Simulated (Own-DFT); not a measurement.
GaP (zincblende, strained, atoms displaced) (calculated)

Computed with Own-DFT development build. A calculation, not a measurement: plane-wave PBE density functional theory by an unreviewed code, no spin, of a simulated periodic cell, stress positive in tension, free energy of the whole cell less one offset for each atom, forces on such cells passed a denser k mesh, this cell's mesh not checked; offsets are fitted by least squares, one for each functional and potential file, so energies compare only between cells with the same atoms and settings and are not formation energies; the far tail of each file's local potential was reset to the Coulomb form; each entry is a single point on an unrelaxed cell, so the pressure reflects the starting lattice, mostly measured values (interpolated for alloys), from which strain is counted, and rises with the displacements; printed positions are rounded, which can move forces by about a meV/angstrom; the program, named Own-DFT, is a retired in-house code; no spin-orbit coupling.

## GaP (zincblende, strained, atoms displaced)

```
GaP
1.0
     10.8620     0.0000     0.0000
      0.0000    10.8620     0.0000
      0.0000     0.0000    10.9439
Ga P Ga P Ga P Ga P Ga P Ga P Ga P Ga P
4 4 4 4 4 4 4 4 4 4 4 4 4 4 4 4
Direct
  0.00218 0.00115 0.99663
  0.99856 0.24844 0.24739
  0.24751 0.00512 0.25681
  0.24466 0.25249 0.00599
  0.12496 0.12776 0.12273
  0.12495 0.37214 0.37155
  0.37366 0.12152 0.37534
  0.37832 0.37848 0.12666
  0.00355 0.00089 0.49639
  0.99624 0.25134 0.74899
  0.24445 0.99783 0.75310
  0.25087 0.25203 0.50154
  0.12871 0.12976 0.62930
  0.12349 0.37288 0.87735
  0.37512 0.12428 0.87424
  0.37564 0.37772 0.62804
  0.99676 0.49798 0.99974
  0.99777 0.75049 0.25357
  0.24840 0.50058 0.25231
  0.24863 0.74716 0.99921
  0.12857 0.62639 0.12787
  0.12360 0.87558 0.37698
  0.37791 0.62628 0.37919
  0.37271 0.87297 0.12601
  0.99894 0.50363 0.50217
  0.99998 0.75334 0.74867
  0.24924 0.50091 0.75137
  0.25416 0.75459 0.49989
  0.12322 0.62572 0.62436
  0.12421 0.87022 0.87997
  0.37729 0.62786 0.87912
  0.37411 0.87410 0.62409
  0.50154 0.99877 0.00016
  0.49979 0.24910 0.25211
  0.75033 0.00115 0.25255
  0.74957 0.25180 0.99963
  0.62678 0.12353 0.12048
  0.62672 0.37529 0.37333
  0.86944 0.12815 0.37459
  0.87219 0.37546 0.12445
  0.49948 0.00173 0.50085
  0.50237 0.25284 0.75186
  0.74823 0.99867 0.75034
  0.74585 0.24892 0.49883
  0.62500 0.12395 0.62354
  0.62690 0.37350 0.86913
  0.87436 0.12742 0.87403
  0.86983 0.37732 0.62410
  0.49398 0.50440 0.00079
  0.50109 0.74572 0.24887
  0.75196 0.49837 0.24785
  0.74755 0.75056 0.00195
  0.62268 0.62477 0.12777
  0.62000 0.87290 0.37679
  0.87901 0.62296 0.37297
  0.87797 0.87649 0.11921
  0.49739 0.49947 0.50491
  0.50019 0.74442 0.74771
  0.74939 0.50353 0.74897
  0.75004 0.74297 0.50129
  0.62623 0.62242 0.62252
  0.62268 0.87439 0.87600
  0.87603 0.62463 0.88013
  0.87390 0.87615 0.62626
```

Settings of this run: functional PBE, potential files PseudoDojo norm-conserving, scalar-relativistic, standard set, wave cutoff 42 hartree, occupations Fermi-Dirac, smearing width 0.1 eV, hardware one NVIDIA H100 and k mesh 3 x 3 x 3 centred on Gamma.

Question: Estimate the stress xx of GaP (zincblende, strained, atoms displaced).
Answer: -3.27 GPa

Question: Give the table of force values for GaP (zincblende, strained, atoms displaced).
Answer: 
Force:
```csv
element,x (eV/Å),y (eV/Å),z (eV/Å)
Ga,-0.149,0.194,0.058
Ga,-0.215,0.097,0.112
Ga,-0.121,-0.685,-0.955
Ga,1.081,0.103,-0.581
P,-0.267,-0.649,0.56
P,-0.266,0.254,0.573
P,0.305,0.821,0.4
P,-0.539,-0.389,0.136
Ga,-0.493,0.525,0.659
Ga,0.097,0.208,-0.062
Ga,0.539,-0.047,0.026
Ga,0.137,0.021,-0.146
P,-0.582,-0.428,-0.45
P,-0.059,0.328,-0.299
P,-0.233,0.223,0.327
P,-0.166,-0.347,-0.014
Ga,0.573,0.195,0.378
Ga,0.316,0.275,-0.713
Ga,0.477,0.075,0.09
Ga,0.268,0.262,0.51
P,-0.736,-0.279,-0.146
P,0.22,-0.141,-0.263
P,-0.386,-0.257,-0.295
P,-0.007,0.341,0.174
Ga,0.211,-0.761,-0.235
Ga,-0.211,-0.378,0.28
Ga,-0.117,0.114,0.279
Ga,-0.459,-0.506,-0.039
P,0.479,0.294,0.126
P,-0.012,0.348,-0.581
P,-0.559,-0.201,-0.812
P,0.178,0.375,0.616
Ga,-0.555,-0.001,0.061
Ga,0.186,-0.15,-0.375
Ga,-0.223,-0.512,-0.415
Ga,-0.091,-0.071,-0.187
P,-0.179,0.197,0.63
P,-0.454,0.166,0.304
P,0.821,-0.273,0.109
P,0.321,-0.208,-0.045
Ga,-0.043,-0.341,0.042
Ga,-0.396,-0.615,-0.32
Ga,0.026,0.106,0.15
Ga,0.131,0.29,0.192
P,-0.184,0.151,0.301
P,-0.174,0.765,0.96
P,-0.046,-0.32,0.011
P,0.38,-0.162,-0.148
Ga,0.999,-0.655,-0.113
Ga,-0.438,0.547,0.241
Ga,-0.235,0.254,0.205
Ga,0.06,-0.062,-0.062
P,0.477,-0.262,-0.409
P,0.681,-0.019,-0.106
P,-0.651,0.036,0.155
P,-0.294,0.003,0.862
Ga,0.333,-0.156,-0.608
Ga,0.092,0.572,0.037
Ga,0.264,-0.088,0.37
Ga,0.196,0.773,-0.412
P,-0.223,0.051,0.369
P,0.126,-0.287,-0.379
P,-0.29,0.327,-0.674
P,0.083,-0.039,-0.458
```

Further results for GaP (zincblende, strained, atoms displaced):

* free energy of cell above offsets: -35.208 eV
* pressure: 3.09 GPa
* stress yy: -3.29 GPa
* stress zz: -2.71 GPa
* stress yz: 0.23 GPa
* stress xz: -0.04 GPa
* stress xy: -0.14 GPa
* wall time: 511.6 s
